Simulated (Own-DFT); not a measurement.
GaP (zincblende, atoms displaced) (calculated)

Computed with Own-DFT development build. A calculation, not a measurement: plane-wave PBE density functional theory by an unreviewed code, no spin, of a simulated periodic cell, stress positive in tension, free energy of the whole cell less one offset for each atom, forces on such cells passed a denser k mesh, this cell's mesh not checked; offsets are fitted by least squares, one for each functional and potential file, so energies compare only between cells with the same atoms and settings and are not formation energies; the far tail of each file's local potential was reset to the Coulomb form; each entry is a single point on an unrelaxed cell, so the pressure reflects the starting lattice, mostly measured values (interpolated for alloys), from which strain is counted, and rises with the displacements; printed positions are rounded, which can move forces by about a meV/angstrom; the program, named Own-DFT, is a retired in-house code; no spin-orbit coupling.

Common to all runs: functional PBE; potential files PseudoDojo norm-conserving, scalar-relativistic, standard set; wave cutoff 42 hartree; occupations Fermi-Dirac; smearing width 0.1 eV; hardware one NVIDIA H100; k mesh 3 x 3 x 3 centred on Gamma.

```json
{"entry": 1, "formula": "GaP", "kind": "zincblende, atoms displaced", "structure": {"cell_angstrom": [[10.901, 0.0, 0.0], [0.0, 10.901, 0.0], [0.0, 0.0, 10.901]], "atoms_fractional": [["Ga", 0.99987, 0.00197, 0.00205], ["Ga", 0.00069, 0.24706, 0.25078], ["Ga", 0.25133, 0.99961, 0.24695], ["Ga", 0.24867, 0.24809, 0.00202], ["P", 0.12508, 0.12522, 0.12483], ["P", 0.12272, 0.37242, 0.37674], ["P", 0.37731, 0.12518, 0.37323], ["P", 0.3753, 0.37636, 0.12674], ["Ga", 0.99774, 0.00017, 0.504], ["Ga", 0.00234, 0.25, 0.75068], ["Ga", 0.25227, 0.0008, 0.74831], ["Ga", 0.25361, 0.25078, 0.50127], ["P", 0.12369, 0.12545, 0.6234], ["P", 0.12674, 0.37306, 0.87564], ["P", 0.3743, 0.12414, 0.87736], ["P", 0.37442, 0.37616, 0.62528], ["Ga", 0.00288, 0.50128, 0.99833], ["Ga", 0.9989, 0.74911, 0.25112], ["Ga", 0.25063, 0.49714, 0.25003], ["Ga", 0.24664, 0.74989, 0.00029], ["P", 0.12332, 0.62353, 0.128], ["P", 0.126, 0.8725, 0.37595], ["P", 0.37664, 0.62164, 0.37686], ["P", 0.37242, 0.8753, 0.12733], ["Ga", 0.99898, 0.49753, 0.49821], ["Ga", 0.00244, 0.74809, 0.75093], ["Ga", 0.24786, 0.49897, 0.75097], ["Ga", 0.24759, 0.7481, 0.50161], ["P", 0.12403, 0.62498, 0.6243], ["P", 0.12658, 0.87641, 0.8769], ["P", 0.37373, 0.62399, 0.87719], ["P", 0.37379, 0.88008, 0.62468], ["Ga", 0.49894, 0.00204, 0.00136], ["Ga", 0.49879, 0.24942, 0.2485], ["Ga", 0.75133, 0.99801, 0.25324], ["Ga", 0.74957, 0.24963, 0.99887], ["P", 0.62335, 0.12555, 0.12525], ["P", 0.62049, 0.37321, 0.37517], ["P", 0.87542, 0.12103, 0.37894], ["P", 0.87984, 0.37223, 0.12523], ["Ga", 0.49928, 0.00025, 0.50079], ["Ga", 0.49788, 0.25002, 0.75041], ["Ga", 0.74802, 0.99846, 0.75], ["Ga", 0.74831, 0.25011, 0.50281], ["P", 0.62302, 0.12401, 0.62392], ["P", 0.62497, 0.37867, 0.87577], ["P", 0.87566, 0.12037, 0.8754], ["P", 0.87535, 0.37727, 0.62813], ["Ga", 0.50024, 0.49901, 0.00052], ["Ga", 0.4995, 0.75149, 0.25333], ["Ga", 0.74715, 0.50059, 0.24941], ["Ga", 0.75133, 0.75102, 0.00071], ["P", 0.62364, 0.62161, 0.12287], ["P", 0.62401, 0.87451, 0.37586], ["P", 0.87564, 0.62338, 0.37464], ["P", 0.87024, 0.88004, 0.1288], ["Ga", 0.49835, 0.49696, 0.49761], ["Ga", 0.50057, 0.74711, 0.75083], ["Ga", 0.74897, 0.49786, 0.75022], ["Ga", 0.7513, 0.75056, 0.5015], ["P", 0.62579, 0.6249, 0.62409], ["P", 0.62325, 0.87399, 0.87758], ["P", 0.8749, 0.62217, 0.87514], ["P", 0.8744, 0.87679, 0.6251]]}, "results": {"free_energy_of_cell_above_offsets [eV]": "-35.743", "pressure [GPa]": 2.72, "stress_xx [GPa]": -2.71, "stress_yy [GPa]": -2.7, "stress_zz [GPa]": -2.73, "stress_yz [GPa]": -0.08, "stress_xz [GPa]": 0.08, "stress_xy [GPa]": 0.12, "force_element": ["Ga", "Ga", "Ga", "Ga", "P", "P", "P", "P", "Ga", "Ga", "Ga", "Ga", "P", "P", "P", "P", "Ga", "Ga", "Ga", "Ga", "P", "P", "P", "P", "Ga", "Ga", "Ga", "Ga", "P", "P", "P", "P", "Ga", "Ga", "Ga", "Ga", "P", "P", "P", "P", "Ga", "Ga", "Ga", "Ga", "P", "P", "P", "P", "Ga", "Ga", "Ga", "Ga", "P", "P", "P", "P", "Ga", "Ga", "Ga", "Ga", "P", "P", "P", "P"], "force_x [eV/angstrom]": [-0.029, -0.17, -0.296, 0.305, -0.006, 0.427, -0.353, -0.105, 0.455, -0.306, -0.433, -0.273, 0.368, -0.089, -0.025, 0.038, -0.158, -0.097, -0.24, 0.212, 0.206, -0.213, -0.429, 0.402, 0.009, -0.296, 0.155, 0.476, -0.041, -0.253, -0.059, 0.206, -0.001, 0.063, -0.615, 0.19, 0.383, 0.622, -0.177, -0.526, 0.032, 0.186, -0.085, 0.179, 0.085, -0.129, -0.167, -0.01, -0.265, -0.024, 0.291, -0.064, 0.06, 0.141, -0.326, 0.78, 0.26, -0.228, -0.014, 0.005, -0.15, 0.022, 0.025, 0.072], "force_y [eV/angstrom]": [-0.356, -0.076, 0.09, 0.268, -0.129, -0.002, -0.086, -0.338, -0.296, -0.16, 0.2, -0.209, 0.046, 0.08, 0.207, -0.017, -0.276, 0.267, 0.191, -0.11, 0.132, 0.435, 0.397, -0.302, 0.201, 0.287, 0.168, 0.146, -0.34, 0.028, 0.026, -0.935, -0.353, 0.027, 0.553, -0.001, -0.084, -0.044, 0.56, 0.282, 0.011, 0.044, 0.013, 0.092, 0.133, -0.655, 0.555, -0.43, 0.059, -0.358, -0.406, -0.164, 0.692, 0.017, 0.085, -0.74, 0.225, 0.299, 0.411, -0.091, -0.228, 0.048, 0.363, -0.451], "force_z [eV/angstrom]": [0.011, 0.208, 0.573, -0.026, 0.214, -0.147, 0.128, -0.356, -0.361, 0.062, 0.26, -0.226, 0.207, 0.056, -0.209, 0.196, 0.208, -0.066, 0.32, 0.261, -0.216, -0.059, -0.157, -0.412, 0.2, 0.08, -0.06, -0.11, 0.086, -0.238, -0.152, 0.018, 0.117, 0.016, 0.128, 0.093, 0.129, -0.104, -0.238, -0.05, -0.282, 0.123, 0.095, -0.186, 0.392, -0.118, -0.235, -0.247, -0.054, -0.353, 0.012, 0.069, 0.305, 0.202, 0.074, -0.443, 0.424, -0.099, -0.041, -0.199, -0.029, -0.168, -0.008, 0.379], "wall_time [s]": 496.9}}
{"entry": 2, "formula": "GaP", "kind": "zincblende, atoms displaced", "structure": {"cell_angstrom": [[10.901, 0.0, 0.0], [0.0, 10.901, 0.0], [0.0, 0.0, 10.901]], "atoms_fractional": [["Ga", 0.99619, 0.99687, 0.99979], ["Ga", 0.00069, 0.25008, 0.25082], ["Ga", 0.25219, 0.99812, 0.24941], ["Ga", 0.2474, 0.24752, 0.00053], ["P", 0.12649, 0.12808, 0.12505], ["P", 0.12567, 0.37431, 0.37411], ["P", 0.37317, 0.12312, 0.37469], ["P", 0.37522, 0.37765, 0.12218], ["Ga", 0.99691, 0.99858, 0.49909], ["Ga", 0.99939, 0.24878, 0.748], ["Ga", 0.24647, 0.99985, 0.74763], ["Ga", 0.25104, 0.25005, 0.50161], ["P", 0.12263, 0.12394, 0.62783], ["P", 0.12375, 0.37445, 0.87198], ["P", 0.37607, 0.12814, 0.87627], ["P", 0.37447, 0.3696, 0.62691], ["Ga", 0.9979, 0.49728, 0.99813], ["Ga", 0.00166, 0.74789, 0.24941], ["Ga", 0.2507, 0.49807, 0.24869], ["Ga", 0.2458, 0.74886, 0.00075], ["P", 0.12196, 0.62578, 0.12614], ["P", 0.12201, 0.87465, 0.3749], ["P", 0.37407, 0.62545, 0.37373], ["P", 0.37323, 0.87789, 0.12325], ["Ga", 0.99916, 0.49855, 0.49969], ["Ga", 0.00022, 0.75102, 0.7475], ["Ga", 0.24902, 0.49603, 0.75011], ["Ga", 0.25411, 0.75365, 0.50186], ["P", 0.12344, 0.62551, 0.62359], ["P", 0.12292, 0.87434, 0.87298], ["P", 0.37319, 0.62236, 0.88047], ["P", 0.37489, 0.87639, 0.62711], ["Ga", 0.50084, 0.00084, 0.00058], ["Ga", 0.5016, 0.24842, 0.25111], ["Ga", 0.7543, 0.00221, 0.24895], ["Ga", 0.75281, 0.24867, 0.99773], ["P", 0.62543, 0.12536, 0.1268], ["P", 0.62412, 0.37384, 0.37526], ["P", 0.8724, 0.12387, 0.37728], ["P", 0.87606, 0.37549, 0.12502], ["Ga", 0.50105, 0.99998, 0.50074], ["Ga", 0.49942, 0.24946, 0.74881], ["Ga", 0.74849, 0.99875, 0.74941], ["Ga", 0.75114, 0.2495, 0.50066], ["P", 0.62606, 0.12454, 0.62457], ["P", 0.62455, 0.37314, 0.87329], ["P", 0.8751, 0.12658, 0.87671], ["P", 0.87564, 0.37182, 0.62347], ["Ga", 0.5017, 0.49818, 0.99886], ["Ga", 0.49625, 0.7507, 0.25507], ["Ga", 0.74915, 0.50516, 0.25039], ["Ga", 0.75022, 0.75312, 0.99703], ["P", 0.62542, 0.62544, 0.12249], ["P", 0.62337, 0.87836, 0.37535], ["P", 0.87321, 0.62578, 0.3739], ["P", 0.87374, 0.87256, 0.1258], ["Ga", 0.49653, 0.50345, 0.50134], ["Ga", 0.50136, 0.75297, 0.75022], ["Ga", 0.75151, 0.49648, 0.753], ["Ga", 0.74944, 0.74922, 0.49906], ["P", 0.62419, 0.62271, 0.62206], ["P", 0.62494, 0.87861, 0.87348], ["P", 0.87613, 0.62265, 0.87242], ["P", 0.87443, 0.87343, 0.62236]]}, "results": {"free_energy_of_cell_above_offsets [eV]": "-35.675", "pressure [GPa]": 2.73, "stress_xx [GPa]": -2.74, "stress_yy [GPa]": -2.72, "stress_zz [GPa]": -2.74, "stress_yz [GPa]": -0.19, "stress_xz [GPa]": 0.09, "stress_xy [GPa]": -0.06, "force_element": ["Ga", "Ga", "Ga", "Ga", "P", "P", "P", "P", "Ga", "Ga", "Ga", "Ga", "P", "P", "P", "P", "Ga", "Ga", "Ga", "Ga", "P", "P", "P", "P", "Ga", "Ga", "Ga", "Ga", "P", "P", "P", "P", "Ga", "Ga", "Ga", "Ga", "P", "P", "P", "P", "Ga", "Ga", "Ga", "Ga", "P", "P", "P", "P", "Ga", "Ga", "Ga", "Ga", "P", "P", "P", "P", "Ga", "Ga", "Ga", "Ga", "P", "P", "P", "P"], "force_x [eV/angstrom]": [0.41, -0.173, -0.525, 0.259, -0.441, 0.041, 0.223, 0.054, 0.268, -0.056, 0.386, -0.323, 0.038, -0.057, -0.253, 0.064, 0.273, -0.326, -0.139, 0.174, 0.22, 0.439, -0.335, 0.19, 0.024, -0.12, 0.098, -0.526, 0.432, 0.066, 0.143, 0.168, -0.076, -0.404, -0.512, -0.402, 0.224, 0.073, 0.477, -0.322, -0.222, 0.261, 0.43, -0.359, -0.117, 0.081, 0.039, -0.068, 0.085, 0.426, -0.111, -0.063, -0.25, 0.365, 0.323, 0.18, 0.046, -0.222, -0.188, -0.251, 0.219, -0.063, -0.107, -0.19], "force_y [eV/angstrom]": [0.337, -0.1, 0.222, 0.578, -0.795, 0.052, 0.154, -0.612, 0.151, 0.068, 0.157, -0.31, -0.001, -0.229, -0.53, 0.753, 0.172, 0.163, 0.22, 0.157, -0.506, 0.055, -0.115, -0.588, 0.149, -0.226, 0.467, -0.31, -0.124, 0.053, 0.314, 0.13, 0.196, 0.237, -0.254, 0.275, -0.018, 0.387, 0.275, -0.039, 0.175, -0.221, 0.285, 0.09, 0.081, -0.074, -0.483, 0.298, 0.131, 0.179, -0.581, -0.429, 0.376, -0.288, -0.032, 0.089, -0.657, -0.635, 0.143, 0.096, 0.229, -0.274, 0.458, 0.079], "force_z [eV/angstrom]": [0.169, -0.006, 0.054, -0.222, 0.134, 0.241, 0.189, 0.264, 0.113, 0.295, 0.539, -0.184, -0.697, 0.355, -0.223, -0.272, 0.092, 0.206, -0.06, 0.01, -0.253, -0.002, 0.278, 0.004, -0.151, 0.034, -0.082, -0.213, -0.013, 0.201, -0.75, -0.054, 0.006, -0.108, 0.049, 0.444, -0.318, 0.134, -0.27, 0.191, 0.01, 0.127, -0.093, -0.116, 0.071, 0.168, -0.496, 0.161, 0.077, -0.748, -0.183, -0.034, 0.183, -0.165, 0.209, 0.021, -0.176, 0.154, -0.532, -0.115, 0.647, 0.217, 0.163, 0.326], "wall_time [s]": 534.0}}
{"entry": 3, "formula": "GaP", "kind": "zincblende, atoms displaced", "structure": {"cell_angstrom": [[10.901, 0.0, 0.0], [0.0, 10.901, 0.0], [0.0, 0.0, 10.901]], "atoms_fractional": [["Ga", 0.99751, 0.00307, 0.00121], ["Ga", 0.99806, 0.25108, 0.25016], ["Ga", 0.24865, 0.99968, 0.24718], ["Ga", 0.25177, 0.24814, 0.99885], ["P", 0.12684, 0.12609, 0.12388], ["P", 0.12541, 0.37619, 0.37428], ["P", 0.37506, 0.1264, 0.37601], ["P", 0.37492, 0.37436, 0.12546], ["Ga", 0.00143, 0.0063, 0.49853], ["Ga", 5e-05, 0.25026, 0.74711], ["Ga", 0.25022, 0.99977, 0.75381], ["Ga", 0.25128, 0.25331, 0.50136], ["P", 0.12547, 0.12587, 0.62547], ["P", 0.12444, 0.37378, 0.87648], ["P", 0.37418, 0.12972, 0.87571], ["P", 0.37497, 0.37485, 0.62862], ["Ga", 0.00137, 0.49906, 0.00042], ["Ga", 0.99846, 0.75023, 0.24987], ["Ga", 0.24884, 0.50131, 0.25097], ["Ga", 0.25029, 0.74938, 0.99965], ["P", 0.12799, 0.62608, 0.1256], ["P", 0.12481, 0.87781, 0.37699], ["P", 0.37664, 0.63036, 0.37428], ["P", 0.37233, 0.87402, 0.12382], ["Ga", 0.99706, 0.50368, 0.49977], ["Ga", 0.99983, 0.74991, 0.75112], ["Ga", 0.24868, 0.5001, 0.74792], ["Ga", 0.24882, 0.74851, 0.49766], ["P", 0.1251, 0.62551, 0.62449], ["P", 0.1224, 0.87483, 0.87453], ["P", 0.37531, 0.62558, 0.87431], ["P", 0.37637, 0.87342, 0.62374], ["Ga", 0.50006, 0.99627, 0.00453], ["Ga", 0.49949, 0.25061, 0.2514], ["Ga", 0.75302, 0.99972, 0.25313], ["Ga", 0.74695, 0.25235, 0.00063], ["P", 0.62259, 0.12312, 0.12472], ["P", 0.62493, 0.37855, 0.3759], ["P", 0.87216, 0.12558, 0.37586], ["P", 0.8751, 0.37313, 0.12673], ["Ga", 0.50045, 0.00059, 0.49815], ["Ga", 0.50207, 0.24969, 0.74924], ["Ga", 0.74701, 0.99949, 0.74932], ["Ga", 0.74738, 0.25148, 0.5019], ["P", 0.62747, 0.12679, 0.62467], ["P", 0.62378, 0.37601, 0.87592], ["P", 0.87297, 0.12612, 0.87377], ["P", 0.87526, 0.37506, 0.62548], ["Ga", 0.49957, 0.49717, 0.99779], ["Ga", 0.49954, 0.74945, 0.25072], ["Ga", 0.75265, 0.50062, 0.25], ["Ga", 0.74678, 0.74789, 0.9969], ["P", 0.62934, 0.6272, 0.12356], ["P", 0.62411, 0.87313, 0.37608], ["P", 0.87542, 0.62785, 0.37585], ["P", 0.87459, 0.87404, 0.12613], ["Ga", 0.49996, 0.50199, 0.49749], ["Ga", 0.49862, 0.74917, 0.74971], ["Ga", 0.74899, 0.50072, 0.75042], ["Ga", 0.75071, 0.75124, 0.4994], ["P", 0.6258, 0.62402, 0.62368], ["P", 0.62539, 0.87424, 0.8763], ["P", 0.87544, 0.62254, 0.87588], ["P", 0.87874, 0.87537, 0.62381]]}, "results": {"free_energy_of_cell_above_offsets [eV]": "-35.804", "pressure [GPa]": 2.69, "stress_xx [GPa]": -2.69, "stress_yy [GPa]": -2.69, "stress_zz [GPa]": -2.7, "stress_yz [GPa]": 0.21, "stress_xz [GPa]": 0.06, "stress_xy [GPa]": 0.13, "force_element": ["Ga", "Ga", "Ga", "Ga", "P", "P", "P", "P", "Ga", "Ga", "Ga", "Ga", "P", "P", "P", "P", "Ga", "Ga", "Ga", "Ga", "P", "P", "P", "P", "Ga", "Ga", "Ga", "Ga", "P", "P", "P", "P", "Ga", "Ga", "Ga", "Ga", "P", "P", "P", "P", "Ga", "Ga", "Ga", "Ga", "P", "P", "P", "P", "Ga", "Ga", "Ga", "Ga", "P", "P", "P", "P", "Ga", "Ga", "Ga", "Ga", "P", "P", "P", "P"], "force_x [eV/angstrom]": [0.059, 0.321, 0.123, -0.226, -0.36, -0.25, -0.186, -0.073, -0.101, -0.007, 0.107, -0.117, 0.269, 0.101, 0.552, 0.273, 0.001, 0.398, 0.369, -0.14, -0.457, -0.086, -0.314, 0.216, 0.286, -0.056, -0.035, 0.024, -0.099, 0.145, -0.142, -0.273, -0.217, 0.137, -0.491, 0.141, 0.389, 0.051, 0.218, -0.075, -0.011, -0.07, 0.457, 0.282, -0.478, 0.176, -0.049, -0.135, -0.045, 0.282, -0.075, 0.652, -0.722, 0.137, -0.132, -0.139, -0.254, 0.279, 0.082, 0.002, -0.037, -0.336, 0.005, -0.345], "force_y [eV/angstrom]": [-0.192, -0.271, 0.108, 0.457, 0.047, 0.052, -0.126, 0.154, -0.345, -0.041, -0.032, -0.187, 0.042, 0.053, -0.847, 0.252, 0.013, 0.155, -0.022, 0.078, -0.056, -0.168, -0.739, -0.114, -0.338, -0.107, 0.005, 0.372, -0.003, 0.099, -0.222, 0.294, 0.342, -0.007, -0.165, -0.351, 0.173, -0.283, 0.365, 0.287, 0.015, 0.022, -0.135, 0.225, -0.329, -0.109, 0.097, 0.184, 0.465, 0.229, 0.109, 0.288, -0.528, 0.291, -0.178, 0.046, -0.059, 0.043, -0.13, 0.029, 0.208, 0.087, 0.196, 0.2], "force_z [eV/angstrom]": [-0.079, 0.107, 0.367, 0.244, 0.127, 0.253, -0.152, 0.039, 0.189, 0.352, -0.347, -0.023, 0.008, -0.257, -0.086, -0.486, 0.214, 0.048, -0.038, -0.265, -0.027, -0.339, 0.007, 0.288, 0.039, -0.114, 0.392, 0.28, -0.009, 0.361, 0.027, 0.119, -0.543, -0.058, -0.334, 0.008, 0.375, -0.239, 0.062, -0.274, 0.239, 0.124, 0.021, -0.22, -0.008, -0.3, 0.054, -0.118, 0.432, -0.474, 0.038, 0.146, 0.229, -0.188, -0.197, -0.326, 0.359, -0.071, -0.056, 0.284, 0.126, -0.299, -0.074, 0.044], "wall_time [s]": 502.0}}
{"entry": 4, "formula": "GaP", "kind": "zincblende, atoms displaced", "structure": {"cell_angstrom": [[10.901, 0.0, 0.0], [0.0, 10.901, 0.0], [0.0, 0.0, 10.901]], "atoms_fractional": [["Ga", 0.9997, 0.00087, 0.00102], ["Ga", 0.00059, 0.24945, 0.25226], ["Ga", 0.25071, 0.00054, 0.25179], ["Ga", 0.24838, 0.25119, 0.00114], ["P", 0.12292, 0.1235, 0.1265], ["P", 0.12571, 0.37511, 0.37415], ["P", 0.37374, 0.12081, 0.37292], ["P", 0.36973, 0.37548, 0.1237], ["Ga", 0.9976, 0.99771, 0.49994], ["Ga", 0.00031, 0.2478, 0.75036], ["Ga", 0.24925, 0.00067, 0.75252], ["Ga", 0.251, 0.25153, 0.50125], ["P", 0.12829, 0.12596, 0.62873], ["P", 0.12148, 0.3788, 0.87678], ["P", 0.37606, 0.12703, 0.87517], ["P", 0.37292, 0.37298, 0.6277], ["Ga", 0.99969, 0.50235, 0.00298], ["Ga", 0.99998, 0.75058, 0.247], ["Ga", 0.2495, 0.50165, 0.25182], ["Ga", 0.25226, 0.74863, 0.99802], ["P", 0.1235, 0.62548, 0.12477], ["P", 0.12352, 0.87399, 0.3773], ["P", 0.37579, 0.62752, 0.37612], ["P", 0.3722, 0.87479, 0.12357], ["Ga", 0.99783, 0.50314, 0.49969], ["Ga", 0.00011, 0.75441, 0.7492], ["Ga", 0.24678, 0.5001, 0.74911], ["Ga", 0.25198, 0.74816, 0.49961], ["P", 0.12511, 0.62637, 0.62364], ["P", 0.12523, 0.87534, 0.87405], ["P", 0.37433, 0.62658, 0.87408], ["P", 0.37517, 0.88084, 0.62558], ["Ga", 0.49817, 0.99907, 0.00298], ["Ga", 0.50121, 0.25084, 0.25103], ["Ga", 0.75148, 0.00058, 0.251], ["Ga", 0.7507, 0.25387, 0.99888], ["P", 0.62568, 0.12145, 0.12155], ["P", 0.62726, 0.37449, 0.37483], ["P", 0.87507, 0.12582, 0.37382], ["P", 0.87595, 0.37635, 0.12824], ["Ga", 0.49795, 0.00427, 0.49848], ["Ga", 0.49944, 0.24979, 0.75028], ["Ga", 0.75089, 0.99947, 0.75081], ["Ga", 0.75046, 0.25203, 0.50122], ["P", 0.6254, 0.12485, 0.62436], ["P", 0.62491, 0.37432, 0.87495], ["P", 0.87482, 0.12381, 0.87381], ["P", 0.87832, 0.37687, 0.62909], ["Ga", 0.50167, 0.49915, 0.00196], ["Ga", 0.50259, 0.75327, 0.24906], ["Ga", 0.75306, 0.49773, 0.24707], ["Ga", 0.75194, 0.74878, 0.99717], ["P", 0.62758, 0.62334, 0.12467], ["P", 0.62512, 0.87675, 0.37416], ["P", 0.8739, 0.62467, 0.3783], ["P", 0.87552, 0.87622, 0.12352], ["Ga", 0.49829, 0.49732, 0.49924], ["Ga", 0.49983, 0.74793, 0.75033], ["Ga", 0.74949, 0.50008, 0.7523], ["Ga", 0.74872, 0.7502, 0.50015], ["P", 0.62747, 0.62557, 0.62232], ["P", 0.62368, 0.87119, 0.87564], ["P", 0.87351, 0.62381, 0.87461], ["P", 0.87499, 0.87751, 0.62519]]}, "results": {"stress_xx [GPa]": null}}
```

Questions
1. What stress xx does the calculation give for GaP (zincblende, atoms displaced) (entry 4)?
2. Give the table of force values for GaP (zincblende, atoms displaced) (entry 4).

Answers
1. -2.72 GPa
2. 
Force:
```tsv
element	x (eV/Å)	y (eV/Å)	z (eV/Å)
Ga	0.06	-0.094	-0.226
Ga	0.051	0.038	-0.155
Ga	-0.491	-0.414	-0.209
Ga	-0.25	-0.176	-0.268
P	0.274	0.209	-0.063
P	-0.141	0.129	0.352
P	0.115	0.958	0.184
P	0.659	0.088	0.402
Ga	0.41	0.548	0.097
Ga	0.131	0.201	0.149
Ga	0.231	0.081	0.001
Ga	-0.113	-0.339	-0.23
P	-0.437	-0.162	-0.576
P	0.157	-0.427	-0.052
P	-0.186	-0.197	0.288
P	0.258	0.347	-0.163
Ga	-0.212	-0.064	-0.181
Ga	-0.147	0.007	0.416
Ga	0.019	0.096	-0.113
Ga	-0.434	0.099	0.094
P	0.399	0.125	0.048
P	0.191	-0.041	-0.286
P	0.232	-0.244	-0.333
P	0.129	-0.065	0.299
Ga	0.351	-0.373	0.129
Ga	-0.063	-0.456	0.025
Ga	0.071	0.111	0.181
Ga	-0.073	0.521	0.291
P	-0.108	0.048	0.131
P	-0.011	0.018	0.37
P	0.178	-0.597	-0.018
P	0.045	-0.638	-0.025
Ga	0.057	-0.073	-0.51
Ga	-0.154	-0.227	-0.365
Ga	-0.097	-0.027	-0.253
Ga	0.096	-0.436	0.164
P	0.113	0.588	0.402
P	-0.194	0.123	-0.057
P	-0.029	0.007	0.384
P	0.243	-0.419	-0.457
Ga	0.304	-0.372	0.152
Ga	0.192	-0.101	-0.058
Ga	-0.402	-0.094	0.063
Ga	0.248	-0.053	0.168
P	0.012	0.116	0.092
P	-0.159	0.159	-0.055
P	-0.009	0.242	0.283
P	-0.317	-0.147	-0.349
Ga	-0.332	0.063	-0.165
Ga	-0.144	-0.284	-0.128
Ga	-0.309	0.409	0.58
Ga	-0.135	0.106	0.278
P	-0.101	0.255	0.099
P	0.029	0.074	0.243
P	-0.036	0.241	-0.702
P	-0.192	-0.192	0.083
Ga	0.142	0.141	0.144
Ga	-0.007	0.263	-0.412
Ga	-0.058	-0.004	-0.297
Ga	0.149	0.283	-0.075
P	-0.463	-0.338	0.332
P	0.048	0.448	-0.017
P	0.483	0.235	-0.075
P	-0.273	-0.324	-0.048
```

Further results for GaP (zincblende, atoms displaced) (entry 4):

| Quantity | Value |
| --- | --- |
| free energy of cell above offsets | -35.757 eV |
| pressure | 2.7 GPa |
| stress yy | -2.69 GPa |
| stress zz | -2.7 GPa |
| stress yz | -0.09 GPa |
| stress xz | -0.06 GPa |
| stress xy | -0.07 GPa |
| wall time | 506.8 s |
